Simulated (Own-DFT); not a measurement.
# What a defect does to the pressure of its cell: zincblende GaP

Everything here is calculated. The program is Own-DFT (plane waves, in-house, since retired, never reviewed by a person); positions were held fixed, and spin and spin-orbit coupling were off.

Settings: PBE; PseudoDojo norm-conserving scalar-relativistic files; cutoff 42 hartree; 3 x 3 x 3 k mesh centred on Gamma; Fermi-Dirac smearing of 0.1 eV.

Limits (not all hold for every row): not probed for a lower state with spin; forces on such cells failed a check on a denser k mesh; forces on such cells passed a denser k mesh, each cell not checked; stress not checked against mesh or cutoff.

All runs share one cell, with vectors in Å (10.901, 0.000, 0.000); (0.000, 10.901, 0.000); (0.000, 0.000, 10.901) and a volume of 1295.4 Å³. The atoms are randomly displaced, by u rms on each axis. The defect's site can differ from row to row.

| cell | formula | u (Å) | P (GPa) |
|---|---|---|---|
| no defect | Ga32P32 | 0.0190 | 2.70 |
| no defect | Ga32P32 | 0.0197 | 2.73 |
| no defect | Ga32P32 | 0.0484 | 3.18 |
| one Ga on a P site and one P on a Ga site | Ga32P32 | 0.0304 | 3.02 |
| one Ga on a P site and one P on a Ga site | Ga32P32 | 0.0490 | 3.49 |
| one Ga on a P site and one P on a Ga site | Ga32P32 | 0.0521 | 3.45 |
| one As on a P site | AsGa32P31 | 0.0276 | 3.17 |
| one As on a P site | AsGa32P31 | 0.0306 | 3.17 |
| one As on a P site | AsGa32P31 | 0.0495 | ? |
| one As on a P site | AsGa32P31 | 0.0514 | 3.58 |
| two P on a Ga site each | Ga30P34 | 0.0478 | 3.42 |
| two P on a Ga site each | Ga30P34 | 0.0494 | 3.43 |
| two P on a Ga site each | Ga30P34 | 0.0499 | 3.35 |
| one Al on a Ga site | AlGa31P32 | 0.0271 | 2.83 |
| one Al on a Ga site | AlGa31P32 | 0.0323 | 2.86 |
| one Al on a Ga site | AlGa31P32 | 0.0485 | 3.23 |

## Fit

P = P0 + c u² + a shift for each defect gives P0 = 2.62 GPa, c = 243 ± 17 GPa/Å² and a scatter of 0.05 GPa. The shifts, and each times the cell's volume:

- one As on a P site: 0.34 ± 0.04 GPa, 2.7 eV
- one Ga on a P site and one P on a Ga site: 0.21 ± 0.04 GPa, 1.7 eV
- two P on a Ga site each: 0.20 ± 0.05 GPa, 1.6 eV (0.8 eV for each of its 2 sites)
- one Al on a Ga site: 0.02 ± 0.04 GPa, 0.2 eV (not resolved)

A positive shift means that the defect pushes the cell outwards. Shift times volume (160.2 GPa Å³ is 1 eV) depends little on the cell's size, so, taken for each site, it can be compared between cells at like pressure. The atoms around the defects weren't relaxed, which would change these numbers.

## The run left out

Question: what pressure belongs in the blank (one As on a P site, u = 0.0495 Å)?

The fit gives 3.55 ± 0.06 GPa. The calculation gave 3.50 GPa.
